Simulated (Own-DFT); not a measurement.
## Calculated data, Hf₃₆O₇₁ (tetragonal hafnia with one neutral oxygen vacancy, atoms displaced)

All values are calculated (Own-DFT development build). A calculation, not a measurement: plane-wave PBE and HSE06 DFT by an unreviewed code, no spin, of a simulated cell at Gamma alone, so results move with cell size and shape, stress positive in tension, energies less offsets, not probed for a lower state with spin; hafnium file: forces about 75 meV/angstrom off all-electron values; oxygen file: force components 24 meV/angstrom off all-electron in a glass; k mesh not checked against a denser one; forces and stress are PBE's, HSE06 gives the energy alone, and its difference from PBE has offsets of its own; offsets are fitted by least squares, one for each functional and potential file, so energies compare only between cells with the same atoms and settings and are not formation energies; the far tail of each file's local potential was reset to the Coulomb form; each entry is a single point on an unrelaxed cell, so the pressure reflects the starting lattice, taken from the Materials Project, from which strain is counted, and rises with the displacements; printed positions are rounded, which can move forces by about a meV/angstrom; the program is a retired in-house code; no spin-orbit coupling.

Common to all runs: first functional PBE; second functional HSE06; exact exchange share 0.25; screening 0.11 1/bohr; exchange divergence Gygi-Baldereschi; potential files PseudoDojo norm-conserving, scalar-relativistic, made for PBE, standard set; wave cutoff 48 hartree; occupations fixed; k mesh 1 x 1 x 1 centred on Gamma.

(1) Hf₃₆O₇₁ (tetragonal hafnia with one neutral oxygen vacancy, atoms displaced)

```
cell vectors (Å)
  10.7800     0.0000     0.0000
   0.0000    10.7800     0.0000
   0.0000     0.0000    10.4493
atoms (fractions of the cell vectors)
Hf  0.99315  0.00046  0.00062
Hf  0.16635  0.17256  0.26033
O   0.00481  0.16020  0.16061
O   0.16926  0.99863  0.33927
O   0.99254  0.16670  0.39567
O   0.17322  0.00263  0.09508
Hf  0.00148  0.99748  0.50365
Hf  0.16655  0.15672  0.75228
O   0.99627  0.16356  0.64457
O   0.16998  0.00591  0.84884
O   0.99888  0.16455  0.89149
O   0.16643  0.00746  0.60102
Hf  0.00052  0.33627  0.00307
Hf  0.16739  0.50151  0.24867
O   0.99901  0.49373  0.16180
O   0.16594  0.33698  0.34605
O   0.99897  0.50058  0.40450
O   0.16836  0.33260  0.09965
Hf  0.99538  0.33270  0.49947
Hf  0.16053  0.50693  0.74345
O   0.00026  0.49384  0.64990
O   0.16622  0.33430  0.85338
O   0.99393  0.50047  0.90411
O   0.16181  0.33579  0.59698
Hf  0.99750  0.67179  0.99982
Hf  0.16576  0.83041  0.25330
O   0.00117  0.83304  0.15319
O   0.17513  0.66662  0.35234
O   0.00857  0.82893  0.40209
O   0.16554  0.67610  0.10529
Hf  0.00159  0.66503  0.49968
Hf  0.17007  0.82943  0.75082
O   0.00305  0.82350  0.65687
O   0.16042  0.67463  0.85432
O   0.99799  0.82543  0.90382
O   0.16517  0.67237  0.60048
Hf  0.33151  0.99923  0.00952
Hf  0.49647  0.16050  0.25123
O   0.33557  0.17363  0.14948
O   0.50121  0.00146  0.34673
O   0.33505  0.17091  0.40369
O   0.49001  0.99980  0.09977
Hf  0.33088  0.99970  0.49937
Hf  0.49961  0.16624  0.75445
O   0.33025  0.16546  0.64427
O   0.50392  0.99949  0.85395
O   0.33831  0.16591  0.89861
O   0.50459  0.99845  0.60118
Hf  0.33029  0.33783  0.00261
Hf  0.49746  0.50571  0.25061
O   0.34007  0.49942  0.15798
O   0.50457  0.33077  0.33850
O   0.32909  0.49598  0.39839
O   0.50284  0.34265  0.09756
Hf  0.32853  0.33375  0.50096
Hf  0.50484  0.50278  0.75579
O   0.33271  0.49814  0.64894
O   0.49207  0.32801  0.84743
O   0.33357  0.49476  0.90542
O   0.49972  0.33420  0.60509
Hf  0.32664  0.66634  0.00740
Hf  0.49815  0.82794  0.25093
O   0.33213  0.83817  0.15218
O   0.49326  0.66229  0.34437
O   0.33965  0.83345  0.40042
O   0.50043  0.66870  0.10211
Hf  0.33104  0.67478  0.50755
Hf  0.49853  0.84072  0.75305
O   0.33821  0.83619  0.64453
O   0.50522  0.66638  0.85595
O   0.34040  0.83634  0.91121
O   0.50179  0.66546  0.60341
Hf  0.66929  0.00316  0.99148
Hf  0.82479  0.16623  0.24807
O   0.66885  0.16561  0.15101
O   0.83613  0.00247  0.35079
O   0.66411  0.16858  0.41225
O   0.83052  0.99517  0.10249
Hf  0.65891  0.99853  0.50440
Hf  0.82914  0.15503  0.74462
O   0.66652  0.16104  0.66025
O   0.83290  0.00616  0.84718
O   0.66165  0.16726  0.90063
O   0.83452  0.00049  0.59342
Hf  0.67427  0.34380  0.99738
Hf  0.83373  0.50208  0.25489
O   0.66894  0.49946  0.15210
O   0.83024  0.34377  0.34533
O   0.66569  0.50072  0.40012
O   0.83631  0.32956  0.09485
Hf  0.66230  0.32524  0.49748
Hf  0.83482  0.50334  0.74814
O   0.67196  0.50931  0.65669
O   0.82641  0.33135  0.84213
O   0.66056  0.49536  0.89118
O   0.82554  0.33162  0.59284
Hf  0.66951  0.66929  0.00367
Hf  0.83227  0.84547  0.25725
O   0.66293  0.83650  0.14260
O   0.83686  0.66675  0.34226
O   0.82869  0.65973  0.10064
Hf  0.66962  0.65949  0.49916
Hf  0.84440  0.83202  0.75134
O   0.66119  0.83121  0.65157
O   0.82811  0.66609  0.84686
O   0.66465  0.83014  0.89805
O   0.82915  0.67487  0.59456
```

| Quantity | Value |
| --- | --- |
| PBE energy of cell above offsets | -96.958 eV |
| HSE06 less PBE above offsets | 0.059 eV |
| PBE pressure | 1.89 GPa |
| PBE stress xx | -1.44 GPa |
| PBE stress yy | -2.2 GPa |
| PBE stress zz | -2.04 GPa |
| PBE stress yz | 0.48 GPa |
| PBE stress xz | -0.1 GPa |
| PBE stress xy | -0.01 GPa |

Force:
| element | x (eV/Å) | y (eV/Å) | z (eV/Å) |
| --- | --- | --- | --- |
| Hf | 1.871 | 1.148 | 0.826 |
| Hf | 0.421 | -0.576 | -1.994 |
| O | -1.317 | -0.057 | -1.285 |
| O | 0.162 | 0.343 | 1.735 |
| O | 0.763 | -0.17 | 1.216 |
| O | -2.812 | -0.271 | 0.286 |
| Hf | -0.386 | 1.703 | -1.04 |
| Hf | 0.192 | 3.207 | -0.362 |
| O | 0.335 | -0.16 | 0.211 |
| O | -0.558 | -3.283 | 0.083 |
| O | -0.138 | -0.081 | 1.66 |
| O | -0.228 | -1.178 | -0.556 |
| Hf | 0.905 | -0.841 | -1.005 |
| Hf | 0.793 | -0.315 | 0.794 |
| O | 0.614 | 0.225 | -1.111 |
| O | -0.318 | -0.074 | 0.725 |
| O | 0.319 | 0.47 | 0.293 |
| O | -1.011 | 0.47 | 0.496 |
| Hf | -0.299 | -0.714 | 0.112 |
| Hf | 2.006 | -2.51 | 1.24 |
| O | -0.636 | 1.001 | -0.138 |
| O | -0.418 | 0.367 | -1.019 |
| O | 0.281 | 0.692 | 0.097 |
| O | 0.062 | 0.091 | -0.221 |
| Hf | -0.648 | -1.761 | 1.727 |
| Hf | 0.324 | 0.251 | -0.825 |
| O | -0.541 | 0.209 | -0.087 |
| O | -0.443 | -0.12 | 0.182 |
| O | -0.389 | 0.688 | 0.489 |
| O | -0.542 | -1.099 | -0.4 |
| Hf | -0.996 | -0.24 | -0.744 |
| Hf | 0.788 | 1.419 | 0.429 |
| O | 0.578 | 0.865 | -0.422 |
| O | 0.626 | -1.259 | -0.327 |
| O | -0.589 | 2.72 | -0.842 |
| O | 0.097 | -0.199 | 0.793 |
| Hf | 0.552 | 1.384 | -1.481 |
| Hf | -0.132 | 1.79 | -1.65 |
| O | -0.572 | -0.176 | 1.019 |
| O | 0.413 | -1.088 | 1.137 |
| O | -0.292 | -1.178 | -0.501 |
| O | 2.557 | 0.341 | 0.541 |
| Hf | 0.768 | 0.975 | -0.002 |
| Hf | -1.23 | 0.923 | 0.428 |
| O | 0.415 | -0.373 | 0.661 |
| O | 0.224 | 0.02 | -0.607 |
| O | -0.584 | -0.266 | 0.305 |
| O | -1.923 | 0.11 | -0.072 |
| Hf | 1.757 | -2.069 | -0.545 |
| Hf | 1.601 | -2.646 | -0.406 |
| O | -2.692 | 0.645 | -1.342 |
| O | 0.009 | 0.13 | 1.09 |
| O | 0.247 | 0.663 | 0.826 |
| O | 0.194 | -0.297 | -0.997 |
| Hf | 0.696 | 0.94 | 0.838 |
| Hf | -0.516 | -0.486 | -0.342 |
| O | -0.864 | 0.696 | 0.753 |
| O | 0.515 | 1.169 | -0.144 |
| O | -0.419 | 2.677 | -0.167 |
| O | 0.331 | -0.152 | -1.146 |
| Hf | 2.24 | -0.019 | -0.668 |
| Hf | 0.329 | 0.492 | -0.917 |
| O | -0.267 | -0.878 | 0.693 |
| O | 0.423 | 1.743 | 1.46 |
| O | -0.374 | 0.405 | 0.335 |
| O | -0.484 | -0.008 | -0.134 |
| Hf | 1.779 | -2.015 | -1.108 |
| Hf | 1.479 | -1.576 | 0.693 |
| O | -1.542 | -0.074 | 0.794 |
| O | -0.782 | 0.367 | -0.686 |
| O | -0.817 | -1.211 | -1.366 |
| O | -0.608 | -0.176 | -0.892 |
| Hf | -2.095 | -0.632 | 0.928 |
| Hf | 1.862 | 1.223 | 0.405 |
| O | -0.909 | -0.503 | 0.242 |
| O | -0.444 | -0.004 | 0.224 |
| O | 0.567 | -1.992 | -1.425 |
| O | 0.561 | 0.333 | -0.506 |
| Hf | 0.918 | -1.056 | -0.402 |
| Hf | 1.197 | 3.59 | -0.196 |
| O | -0.579 | -0.134 | -1.212 |
| O | 0.183 | -2.92 | 1.226 |
| O | 0.434 | 0.19 | 0.47 |
| O | -0.077 | -0.746 | 0.658 |
| Hf | -1.859 | -1.252 | 0.324 |
| Hf | -0.868 | 0.556 | -1.149 |
| O | 0.138 | 0.051 | -0.42 |
| O | 0.012 | -2.7 | 0.335 |
| O | -0.067 | -0.156 | 0.549 |
| O | 0.034 | -0.248 | 0.299 |
| Hf | -0.697 | 2.655 | 0.717 |
| Hf | -0.922 | -1.716 | 0.544 |
| O | -0.463 | 0.026 | -0.81 |
| O | 0.416 | 0.277 | -0.059 |
| O | 0.548 | 1.136 | 1.078 |
| O | 0.908 | 0.13 | -0.048 |
| Hf | -1.499 | -0.185 | -0.483 |
| Hf | -0.773 | -1.846 | -1.384 |
| O | 0.708 | -0.147 | 1.603 |
| O | -0.233 | 1.39 | 1.136 |
| O | 1.611 | 0.502 | -0.865 |
| Hf | -1.302 | 0.822 | 0.397 |
| Hf | -3.284 | -0.522 | -0.23 |
| O | 1.365 | 0.745 | -0.033 |
| O | 0.589 | 0.451 | 0.102 |
| O | 0.794 | 1.094 | 0.291 |
| O | 1.923 | -0.161 | 0.275 |

(2) Hf₃₆O₇₁ (tetragonal hafnia with one neutral oxygen vacancy, atoms displaced)

```
cell vectors (Å)
  10.7800     0.0000     0.0000
   0.0000    10.7800     0.0000
   0.0000     0.0000    10.4493
atoms (fractions of the cell vectors)
Hf  0.00853  0.00114  0.00758
Hf  0.16932  0.15394  0.23407
O   0.99721  0.16585  0.15051
O   0.00738  0.16686  0.40717
O   0.15947  0.00130  0.10431
Hf  0.00926  0.00289  0.50578
Hf  0.17110  0.17607  0.74969
O   0.01473  0.16731  0.64430
O   0.17555  0.99613  0.83948
O   0.99684  0.16878  0.90227
O   0.16497  0.99699  0.59880
Hf  0.00376  0.32701  0.99622
Hf  0.15337  0.50590  0.24248
O   0.00471  0.50714  0.14896
O   0.17072  0.31818  0.35327
O   0.98889  0.50244  0.39836
O   0.16451  0.32910  0.10308
Hf  0.01112  0.33545  0.49923
Hf  0.15381  0.50274  0.73928
O   0.00717  0.49397  0.66068
O   0.16067  0.32096  0.84695
O   0.00020  0.51049  0.91153
O   0.15982  0.33601  0.59480
Hf  0.00745  0.67331  0.01829
Hf  0.17013  0.83188  0.23660
O   0.00454  0.83666  0.15759
O   0.17135  0.67438  0.35889
O   0.00183  0.83393  0.40235
O   0.17162  0.64964  0.09667
Hf  0.98734  0.66662  0.49481
Hf  0.16429  0.83019  0.74426
O   0.99715  0.83183  0.66545
O   0.18266  0.66473  0.85962
O   0.01611  0.83552  0.90417
O   0.16136  0.67849  0.60643
Hf  0.34096  0.00627  0.00723
Hf  0.48609  0.18637  0.25955
O   0.33761  0.17414  0.15878
O   0.49022  0.99609  0.34603
O   0.32804  0.18279  0.40657
O   0.48817  0.00292  0.11645
Hf  0.33514  0.99862  0.48715
Hf  0.50563  0.17002  0.75523
O   0.33795  0.15660  0.63925
O   0.49631  0.00893  0.85492
O   0.34380  0.15953  0.91135
O   0.50448  0.01233  0.58970
Hf  0.34614  0.35061  0.99282
Hf  0.49244  0.50482  0.25827
O   0.31835  0.50115  0.15509
O   0.51236  0.33145  0.34855
O   0.33801  0.49993  0.39938
O   0.49764  0.32059  0.09880
Hf  0.32741  0.33003  0.49720
Hf  0.49713  0.50108  0.74116
O   0.33423  0.50458  0.65538
O   0.50608  0.33624  0.84572
O   0.32475  0.52794  0.90630
O   0.49557  0.33414  0.60593
Hf  0.33580  0.66541  0.99397
Hf  0.51211  0.83808  0.25138
O   0.34394  0.82904  0.14177
O   0.49479  0.64929  0.33141
O   0.32942  0.83492  0.41364
O   0.50252  0.67033  0.09803
Hf  0.33741  0.66428  0.50543
Hf  0.51264  0.84838  0.75060
O   0.34821  0.82386  0.65108
O   0.50311  0.68143  0.84010
O   0.32896  0.83599  0.89829
O   0.51121  0.66914  0.59064
Hf  0.67082  0.99618  0.99269
Hf  0.82922  0.18034  0.25684
O   0.68378  0.17421  0.15672
O   0.82974  0.99651  0.35497
O   0.67399  0.17532  0.39171
O   0.81314  0.00445  0.09515
Hf  0.65852  0.99824  0.49842
Hf  0.82560  0.15219  0.74326
O   0.66907  0.16282  0.66164
O   0.84838  0.99896  0.85429
O   0.66455  0.14814  0.90824
O   0.83053  0.00243  0.58965
Hf  0.67012  0.33167  0.00367
Hf  0.83457  0.50319  0.25333
O   0.67054  0.50067  0.14783
O   0.84027  0.34804  0.34871
O   0.66643  0.49853  0.40029
O   0.83162  0.33368  0.11250
Hf  0.67329  0.34353  0.50790
Hf  0.83340  0.49895  0.75606
O   0.67212  0.49596  0.65374
O   0.82162  0.32885  0.85082
O   0.66674  0.49964  0.91002
O   0.83534  0.33672  0.58816
Hf  0.65586  0.66369  0.01534
Hf  0.82772  0.82877  0.24832
O   0.65542  0.83425  0.14901
O   0.84090  0.67222  0.36923
O   0.67396  0.83963  0.39870
O   0.83174  0.65362  0.08452
Hf  0.66693  0.67224  0.50187
Hf  0.83023  0.84107  0.75197
O   0.66596  0.82972  0.65622
O   0.83034  0.67840  0.85528
O   0.66759  0.82743  0.89314
O   0.83458  0.66277  0.59918
```

| Property | Result |
| --- | --- |
| PBE energy of cell above offsets | -84.435 eV |
| HSE06 less PBE above offsets | 0.687 eV |
| PBE pressure | 6.26 GPa |
| PBE stress xx | -8.69 GPa |
| PBE stress yy | -4.59 GPa |
| PBE stress zz | -5.5 GPa |
| PBE stress yz | -2.24 GPa |
| PBE stress xz | -2.88 GPa |
| PBE stress xy | -0.2 GPa |

Force:
| element | x (eV/Å) | y (eV/Å) | z (eV/Å) |
| --- | --- | --- | --- |
| Hf | -3.063 | 0.122 | -2.767 |
| Hf | -1.291 | 2.026 | 2.73 |
| O | 0.227 | -0.403 | -0.211 |
| O | -0.304 | -0.614 | -0.599 |
| O | 2.911 | -0.099 | 0.435 |
| Hf | -1.583 | -0.124 | -1.372 |
| Hf | 0.542 | -5.195 | -1.463 |
| O | -2.315 | 0.032 | 1.095 |
| O | -0.854 | 2.502 | 0.732 |
| O | 0.308 | -0.935 | -0.066 |
| O | 1.755 | -0.885 | -1.141 |
| Hf | -0.549 | 0.902 | 1.182 |
| Hf | 2.864 | -1.019 | 2.811 |
| O | -2.801 | -0.115 | 0.135 |
| O | -1.024 | 2.572 | -0.732 |
| O | 1.646 | 0.162 | 0.403 |
| O | 0.368 | 0.202 | -1.468 |
| Hf | -2.396 | -1.579 | -2.299 |
| Hf | 4.915 | 1.981 | 4.408 |
| O | -5.137 | 0.03 | -2.656 |
| O | 0.763 | 4.293 | 1.348 |
| O | -0.034 | -1.768 | -1.169 |
| O | 3.493 | 0.668 | 1.984 |
| Hf | -0.925 | -0.185 | -4.144 |
| Hf | 2.472 | -0.254 | 3.093 |
| O | -1.889 | -0.597 | -0.859 |
| O | -0.33 | -1.151 | -1.68 |
| O | 0.269 | 0.447 | 0.227 |
| O | -0.322 | 1.746 | 1.611 |
| Hf | 2.846 | 1.696 | 0.631 |
| Hf | 2.291 | -0.171 | 2.084 |
| O | -1.193 | 0.419 | -1.473 |
| O | -2.433 | 0.522 | -2.188 |
| O | -0.278 | -0.092 | 1.601 |
| O | 0.37 | -1.707 | -0.736 |
| Hf | -0.382 | -3.189 | -1.271 |
| Hf | 3.212 | -4.278 | -1.459 |
| O | -2.279 | -0.517 | -1.168 |
| O | 0.46 | 1.527 | 1.387 |
| O | 1.491 | -4.448 | -2.446 |
| O | 2.635 | 0.001 | -1.18 |
| Hf | -0.625 | 1.052 | 1.928 |
| Hf | -2.097 | -0.567 | -0.839 |
| O | -0.626 | 1.318 | 2.036 |
| O | 0.372 | -1.303 | -0.618 |
| O | -0.423 | 3.987 | -0.994 |
| O | -0.721 | -0.682 | 1.37 |
| Hf | -1.941 | -1.119 | 1.298 |
| Hf | -0.089 | -5.835 | -3.798 |
| O | 3.123 | -1.146 | -0.796 |
| O | -0.663 | 3.182 | 1.772 |
| O | 0.028 | -0.698 | 0.947 |
| O | 0.257 | 1.024 | -0.592 |
| Hf | 0.083 | 2.448 | 1.292 |
| Hf | 1.523 | 1.409 | 0.987 |
| O | -0.948 | 0.187 | -0.532 |
| O | -1.007 | 0.726 | 1.095 |
| O | 1.978 | -10.57 | -3.557 |
| O | 0.92 | 0.324 | -0.624 |
| Hf | 0.25 | 8.079 | 2.516 |
| Hf | -4.296 | 0.046 | -0.3 |
| O | -1.772 | 0.199 | 1.975 |
| O | 0.782 | 8.203 | 4.192 |
| O | 0.271 | -1.599 | -1.573 |
| O | -2.075 | -1.127 | 1.084 |
| Hf | -1.975 | 1.206 | 0.146 |
| Hf | -3.691 | -1.231 | 1.572 |
| O | -0.49 | 0.469 | -0.054 |
| O | -0.079 | -2.359 | 0.042 |
| O | 0.619 | 0.833 | 1.034 |
| O | -1.242 | -1.181 | -0.145 |
| Hf | -2.299 | -2.392 | 1.742 |
| Hf | 0.891 | -1.333 | 0.804 |
| O | -4.051 | 0.435 | -1.275 |
| O | 0.319 | -0.313 | -2.135 |
| O | -0.427 | -0.736 | 2.698 |
| O | 4.299 | -1.56 | 1.226 |
| Hf | 2.768 | 2.222 | -1.884 |
| Hf | 3.729 | 1.202 | 1.202 |
| O | -1.217 | 0.552 | -1.284 |
| O | -1.094 | 0.087 | -0.807 |
| O | 0.222 | 4.378 | -1.949 |
| O | -0.12 | 0.301 | 1.884 |
| Hf | 1.239 | -0.28 | 0.829 |
| Hf | -0.473 | -0.34 | -0.978 |
| O | -1.368 | -0.111 | 1.142 |
| O | -0.336 | -1.611 | 0.49 |
| O | 0.145 | 1.539 | 0.43 |
| O | 1.459 | 0.973 | -1.688 |
| Hf | -1.34 | -0.936 | -1.508 |
| Hf | -0.288 | 1.577 | 1.765 |
| O | -0.837 | 0.06 | 0.01 |
| O | 0.252 | -0.163 | -0.598 |
| O | -0.256 | 0.155 | -0.676 |
| O | 1.136 | -0.319 | 1.557 |
| Hf | 2.543 | -0.506 | -4.158 |
| Hf | 0.871 | 2.942 | 1.571 |
| O | 3.331 | -0.694 | -0.626 |
| O | -1.709 | 0.071 | -3.44 |
| O | -1.47 | -2.153 | -0.355 |
| O | 0.369 | 1.472 | 3.235 |
| Hf | 2.012 | -1.058 | -0.143 |
| Hf | 0.992 | -2.376 | 1.091 |
| O | 1.413 | 0.64 | -2.51 |
| O | 0.599 | -1.308 | -2.009 |
| O | -0.106 | 2.096 | 1.167 |
| O | -1.098 | -0.319 | 0.98 |
